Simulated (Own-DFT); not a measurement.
Simulation results for GaP (zincblende, atoms displaced)

All values are calculated (Own-DFT development build). A calculation, not a measurement: plane-wave PBE density functional theory by an unreviewed code, no spin, of a simulated periodic cell, stress positive in tension, free energy of the whole cell less one offset for each atom, forces on such cells passed a denser k mesh, this cell's mesh not checked; offsets are fitted by least squares, one for each functional and potential file, so energies compare only between cells with the same atoms and settings and are not formation energies; the far tail of each file's local potential was reset to the Coulomb form; each entry is a single point on an unrelaxed cell, so the pressure reflects the starting lattice, mostly measured values (interpolated for alloys), from which strain is counted, and rises with the displacements; printed positions are rounded, which can move forces by about a meV/angstrom; the program, named Own-DFT, is a retired in-house code; no spin-orbit coupling.

Common to all runs: functional PBE; potential files PseudoDojo norm-conserving, scalar-relativistic, standard set; wave cutoff 42 hartree; occupations Fermi-Dirac; smearing width 0.1 eV; k mesh 2 x 3 x 3 centred on Gamma.

(1) 
```xyz
96
Lattice="16.3515 0.0000 0.0000 0.0000 10.9010 0.0000 0.0000 0.0000 10.9010" Properties=species:S:1:pos:R:3:force_x:R:1:force_y:R:1:force_z:R:1 formula=GaP free_energy_of_cell_above_offsets=-18.864 pressure=7.84 stress_xx=-8.49 stress_yy=-7.77 stress_zz=-7.24 stress_yz=0.86 stress_xz=0.95 stress_xy=-0.04
Ga     0.1708     0.0254     0.0001     -1.572      0.265      0.165
Ga    16.3200     2.6582     2.4930      1.701     -1.231      1.799
Ga     2.7968    10.8995     2.7447     -1.842      0.092      1.132
Ga     2.8430     2.5892     0.1186       1.33      1.572     -2.958
P      1.5371     1.4344     1.3191      -2.12     -1.836      1.386
P      1.4281     3.8648     4.0081     -0.454       0.97      0.603
P      4.0136     1.3295     4.1827      0.862      0.831     -0.904
P      4.1673     4.0876     1.4124     -0.544     -2.222     -0.326
Ga     0.0969     0.2003     5.5898     -0.251      -1.84     -0.305
Ga    16.1962     2.7112     7.9759       8.44     -7.228      6.743
Ga     2.7284    10.8350     8.1211     -2.187      0.765      1.001
Ga     2.8318     2.7849     5.5413      0.619      0.413     -3.232
P      1.5449     1.6048     6.6885     -1.993     -2.987      3.466
P      1.4009     4.1990     9.4759       1.43     -4.329     -0.358
P      4.1327     1.1591     9.4279      0.486       2.37      1.103
P      3.9806     4.1564     6.8042      0.993     -2.424     -0.579
Ga     0.2233     5.4084    10.6880     -1.906      1.843      3.241
Ga     0.0381     7.9889     2.6666     -1.769      0.858      1.158
Ga     2.8698     5.2149     2.7902     -1.601      1.986      0.629
Ga     2.8782     8.1064     0.1593     -0.513      0.931     -0.844
P      1.3714     6.8408     1.3772      1.535     -2.452     -0.715
P      1.0912     9.5703     3.9796      2.062      0.636      0.938
P      4.2089     6.8379     3.8935     -2.189     -1.808      3.404
P      4.0815     9.6714     1.4366      1.839     -1.566     -1.004
Ga    16.3382     5.1867     5.5859      0.188      0.369     -1.943
Ga    16.1664     8.0078     8.1454      1.851      1.039     -0.256
Ga     2.6579     5.1691     7.9627     -2.374      4.129      2.611
Ga     2.8360     8.3578     5.4544     -1.288     -0.999      -0.83
P      1.2110     6.5827     6.8038      1.874      2.077      0.113
P      1.3087     9.4725     9.6347      0.927     -0.937     -1.678
P      4.2108     6.7436     9.4650     -5.746     -2.555      2.609
P      4.0943     9.5558     7.0252      1.413     -1.786     -1.958
Ga     5.6159     0.1212     0.0689     -3.007     -3.571     -3.544
Ga     5.5775     2.8356     2.7426      -0.53     -2.099      0.204
Ga     8.1674    10.7470     2.2842       0.78      0.276      3.707
Ga     8.2017     2.7795    10.7636      -1.17      1.009      4.177
P      6.8119     1.1511     1.3444      1.038      5.463       1.06
P      6.6880     4.1074     4.1586      1.556      0.614      0.629
P      9.6486     1.3740     3.9297     -1.412     -1.816      1.213
P      9.5616     3.9439     1.6202     -0.683      1.257     -3.469
Ga     5.3640    10.7639     5.2753      0.251      0.288      1.514
Ga     5.3267     2.9633     8.0833      1.355     -3.603      0.599
Ga     8.2311     0.1753     8.3869     -0.328     -1.697     -1.737
Ga     8.3082     2.7497     5.4468     -2.768     -3.089      -2.63
P      6.7344     1.1109     6.8304     -0.004      2.395      -0.32
P      6.8665     3.9219     9.4851     -2.317      1.982      0.479
P      9.4668     1.5617     9.7091       4.21     -3.149     -2.381
P      9.3792     3.8998     6.7841      2.887      3.584       2.36
Ga     5.0752     5.5089     0.0835      3.353     -0.398     -0.458
Ga     5.5181     7.9829     2.7090      2.129      2.963      -1.25
Ga     7.9997     5.3725     2.3308      2.555     -1.985      4.936
Ga     8.2611     8.0703    10.8613      0.539      0.789     -0.309
P      6.8674     6.6294     1.2219     -2.885      3.189      -2.44
P      7.0300     9.7606     4.1472     -1.082     -1.592     -1.697
P      9.5336     6.7608     3.9856     -0.748      0.114       0.17
P      9.7454     9.5191     1.5842      0.317     -0.462     -3.532
Ga     5.3768     5.3294     5.8203      0.441      0.596     -5.041
Ga     5.3358     7.7983     8.2523      4.221      4.589     -4.091
Ga     8.1094     5.3436     8.2517      1.093      0.932     -1.162
Ga     7.8636     8.1680     5.5406      3.213      1.479     -2.374
P      6.7146     6.7448     6.5670       0.44     -0.344       4.48
P      6.8436     9.3617     9.3765      0.181      0.536      1.459
P      9.8177     6.7885     9.4702     -4.736     -3.532      2.547
P      9.4083     9.5081     6.6288       1.31      0.761      2.202
Ga    11.0798     0.0311    10.8566     -0.794     -0.717       0.23
Ga    10.9112     2.7047     2.7829      1.858     -0.471      0.117
Ga    13.6185    10.7730     2.8342      2.051      1.249     -1.392
Ga    13.4305     2.4740     0.0149      2.754      3.988     -2.607
P     12.4159     1.3936     1.3626      -2.81     -2.899      3.544
P     12.2309     4.0658     4.0765      1.149      0.707      0.968
P     15.2015     1.4315     4.1594     -1.023     -0.949      -1.48
P     15.0012     4.1309     1.7279      2.853     -2.123     -6.818
Ga    11.0847    10.8702     5.4281     -1.143      0.376     -0.058
Ga    10.9532     2.7806     8.1261     -1.411     -0.858     -0.742
Ga    13.8245     0.0987     8.1722     -1.791      0.873      0.436
Ga    13.8976     2.7663     5.4184     -0.863      1.132     -0.602
P     12.3984     1.6381     6.6606     -0.772     -2.665      1.192
P     12.4040     3.9064     9.3256     -0.319      1.692       2.71
P     14.9889     1.6326     9.5227      1.159     -2.696      1.075
P     15.1977     3.8899     7.0334     -8.258      8.889     -7.052
Ga    11.0455     5.5040     0.1775     -0.556     -1.333     -0.672
Ga    11.0348     8.0668     2.6097     -1.982      1.178      4.339
Ga    13.7765     5.2582     2.7468     -4.377      5.043      4.227
Ga    13.6101     8.1772     0.0469      0.148     -2.155     -1.765
P     12.3023     7.0144     1.3931        2.6     -4.143      -1.11
P     12.4563     9.4864     4.1186     -2.316     -0.418     -0.159
P     15.0742     6.9482     4.4296      1.157     -2.927     -2.507
P     14.8904     9.2704     1.2560      3.072      3.593      2.676
Ga    10.9746     5.5814     5.5503     -1.143     -0.967     -0.971
Ga    11.2051     7.9349     8.5908      0.087      1.069     -5.459
Ga    13.7302     5.4553     8.2878     -0.422      0.055     -1.692
Ga    13.7512     8.2977     5.4627     -0.747      0.065     -0.203
P     12.2650     7.1203     6.6580       0.03     -2.058      2.106
P     12.4214     9.2921     9.5144      1.045      5.505      0.753
P     15.0817     6.7289     9.5602     -1.486     -0.018      1.607
P     14.8210     9.4581     6.9559       2.85      1.558     -0.207
```

Units: free_energy_of_cell_above_offsets in eV; pressure, stress_xx, stress_yy, stress_zz, stress_yz, stress_xz, stress_xy in GPa; force_x, force_y, force_z in eV/Å.

(2) 
```xyz
96
Lattice="16.3515 0.0000 0.0000 0.0000 10.9010 0.0000 0.0000 0.0000 10.9010" Properties=species:S:1:pos:R:3:force_x:R:1:force_y:R:1:force_z:R:1 formula=GaP free_energy_of_cell_above_offsets=-23.784 pressure=7.02 stress_xx=-7.69 stress_yy=-6.22 stress_zz=-7.14 stress_yz=0.59 stress_xz=-0.06 stress_xy=1.63
Ga     0.0323    10.5767    10.8436     -0.742      3.564     -0.791
Ga     0.0607     2.4620     2.7747     -0.485      1.376     -0.041
Ga     2.5019     0.1009     2.9536      1.735     -0.088     -0.966
Ga     2.6243     2.8014    10.7357      0.108     -0.624      1.742
P      1.2704     1.0921     1.3641      0.496      1.906     -0.947
P      1.4822     4.1000     4.2101     -0.054     -1.816     -3.516
P      4.1462     1.4712     4.0316     -1.168     -3.608      2.135
P      3.8930     4.1601     1.4495      1.769      -1.93     -2.515
Ga    16.3349    10.5445     5.3371      0.128       3.86      0.965
Ga    16.0175     2.7626     8.0373      3.657     -2.826      2.939
Ga     2.7234    10.8493     8.2568      -0.52      2.323      1.198
Ga     2.8077     2.7349     5.2348      0.083     -0.538      2.892
P      1.4927     1.4899     6.8477     -1.175     -0.986     -0.399
P      1.5110     4.1594     9.3618     -2.913     -0.148     -0.056
P      4.2390     1.4791     9.7635     -1.363     -1.312     -1.299
P      4.0576     4.0690     6.7379      2.211     -1.748     -1.365
Ga    16.2034     5.4889    10.7106      1.437      -0.22      0.624
Ga    16.2998     7.9499     2.9543      2.114      1.579     -2.901
Ga     2.7880     5.3740     2.7632     -1.822       0.55      1.063
Ga     2.8187     8.3766     0.2547      0.055     -4.137      0.075
P      1.4875     6.6950     1.4910      -1.77      1.479     -1.237
P      1.3544     9.4350     4.1520     -1.045      0.366     -3.101
P      3.9592     6.7303     4.0026      2.527      2.091      1.416
P      4.1984     9.8296     0.9678     -4.924     -4.204      8.295
Ga     0.1379     5.3292     5.1997     -1.588      1.412      3.796
Ga     0.2382     8.4193     8.2997     -1.224      -1.44     -1.324
Ga     2.7999     5.3362     7.8921     -1.192       1.71      1.346
Ga     2.6839     8.3370     5.3034      1.785     -3.779      1.854
P      1.3932     6.8407     6.7944     -0.313      0.581       -0.7
P      1.5241     9.4650     9.8147      0.488      0.352     -2.951
P      4.0519     6.5483     9.4290     -0.756       2.53      0.177
P      3.8264     9.6959     6.7160      1.036      -1.81      1.208
Ga     5.4731    10.7907    10.8584      6.141      5.074     -3.631
Ga     5.1453     2.5813     2.5987      3.282      2.304     -2.445
Ga     8.1767     0.0446     2.7806      -1.65     -0.501     -1.282
Ga     8.4229     2.8818     0.0153     -2.381     -0.666      -0.78
P      6.7955     1.3839     1.2988      0.459      -0.02      0.295
P      6.8897     4.0621     3.9214     -1.882     -0.794      1.611
P      9.5327     1.0342     4.1361     -0.741      4.599     -0.521
P      9.3030     4.1243     1.6452      0.414      1.569     -2.819
Ga     5.3210    10.7901     5.5590      2.082        1.4     -1.355
Ga     5.3431     2.7163     8.2810      0.793      0.947     -0.583
Ga     8.0956     0.0894     8.0181      3.988     -4.497      3.551
Ga     7.9480     2.5794     5.5354      2.164      1.173     -1.384
P      6.8780     1.2795     6.9944     -5.584      2.862     -2.714
P      6.6159     4.1796     9.7126      3.142     -1.464     -2.072
P      9.4966     1.5006     9.3677     -0.097     -1.221      1.649
P      9.5821     4.2500     6.9085     -0.979     -1.179     -1.284
Ga     5.3683     5.4474    10.8855     -0.767      0.981      1.826
Ga     5.7082     8.1786     2.6343     -3.659      2.277      2.469
Ga     7.9873     5.6064     2.6870      0.328      0.491      0.605
Ga     8.1161     8.3662     0.1752      2.309     -4.065      0.214
P      6.7736     6.9835     1.3397      0.755     -3.262     -2.371
P      6.8996     9.5028     4.1412      -1.19      0.403      0.282
P      9.4332     7.0334     3.8708      0.149     -3.284      1.319
P      9.4570     9.5482     1.3369      0.166      0.507      2.014
Ga     5.5798     5.4426     5.5326     -2.075     -2.335     -2.922
Ga     5.2310     8.2040     8.1340      0.354     -0.113      0.896
Ga     8.1555     5.6911     7.9705     -1.093     -1.235      1.381
Ga     8.2030     7.9744     5.3803     -1.114      1.585      1.406
P      6.5805     6.8353     6.7320      2.413      2.483      1.403
P      6.9123     9.3968     9.8308     -2.873      2.827     -6.137
P      9.4967     6.7428     9.4849     -0.893      2.832     -0.066
P      9.5936     9.5092     6.6212     -0.358     -0.037      1.462
Ga    10.7004    10.7716     0.0767       1.59      3.185     -1.274
Ga    10.7529     2.9789     2.6840      2.055     -2.806       1.84
Ga    13.8877     0.0851     2.6699     -4.552     -0.384     -0.605
Ga    13.5778     2.9704     0.1261      0.555     -3.348      0.741
P     12.3195     1.4548     1.4710     -1.245     -0.116     -0.494
P     12.1054     4.2401     4.1039       1.46     -0.251      0.093
P     14.9165     1.1754     4.1266      2.249      1.706      1.992
P     14.9467     4.1028     1.3900       2.14      0.808      1.102
Ga    10.9502     0.1901     5.4501      1.893     -1.842      1.518
Ga    10.8985     2.7727     8.1458     -0.334      2.095      1.526
Ga    13.4299    10.8733     7.9848      1.532     -0.419       3.28
Ga    13.6747     2.7291     5.2988     -1.796      0.214       0.62
P     12.2204     1.4405     7.1232     -0.069      0.714       -4.9
P     12.4777     4.0419     9.5924     -3.024      1.898     -1.918
P     14.9425     1.3520     9.6680     -0.069     -0.328     -0.594
P     14.9723     3.9897     6.7530     -0.881      2.734     -3.004
Ga    10.7367     5.5662    10.8100      1.696     -2.274      1.335
Ga    10.7485     8.2155     2.6543      1.617     -0.322     -1.515
Ga    13.7427     5.7148     2.5980      1.479     -2.331      2.376
Ga    13.7906     8.4512     0.1507     -1.463     -1.542      -0.82
P     12.1776     6.5573     1.5164      -2.13       3.63     -2.468
P     12.0763     9.4537     3.9137       2.76      1.643      1.459
P     15.0929     6.7996     4.2678     -2.215     -1.031     -0.056
P     15.1549     9.7536     1.4728      0.052      -3.83      0.846
Ga    10.8795     5.6534     5.5580     -1.021     -0.783     -1.757
Ga    10.9623     8.3031     8.2401     -0.605     -0.982     -0.498
Ga    13.7454     5.3699     8.1215     -0.419      0.219      0.486
Ga    13.6405     8.1939     5.3679     -1.214      0.451      1.311
P     12.2536     6.6544     6.9362      1.029      2.676      0.112
P     12.1831     9.6841     9.6154      1.171     -0.876        0.1
P     14.9895     6.9677     9.3582     -0.007      0.514      0.923
P     15.0269     9.8227     6.8768     -0.414     -3.132      0.609
```

Units: free_energy_of_cell_above_offsets in eV; pressure, stress_xx, stress_yy, stress_zz, stress_yz, stress_xz, stress_xy in GPa; force_x, force_y, force_z in eV/Å.
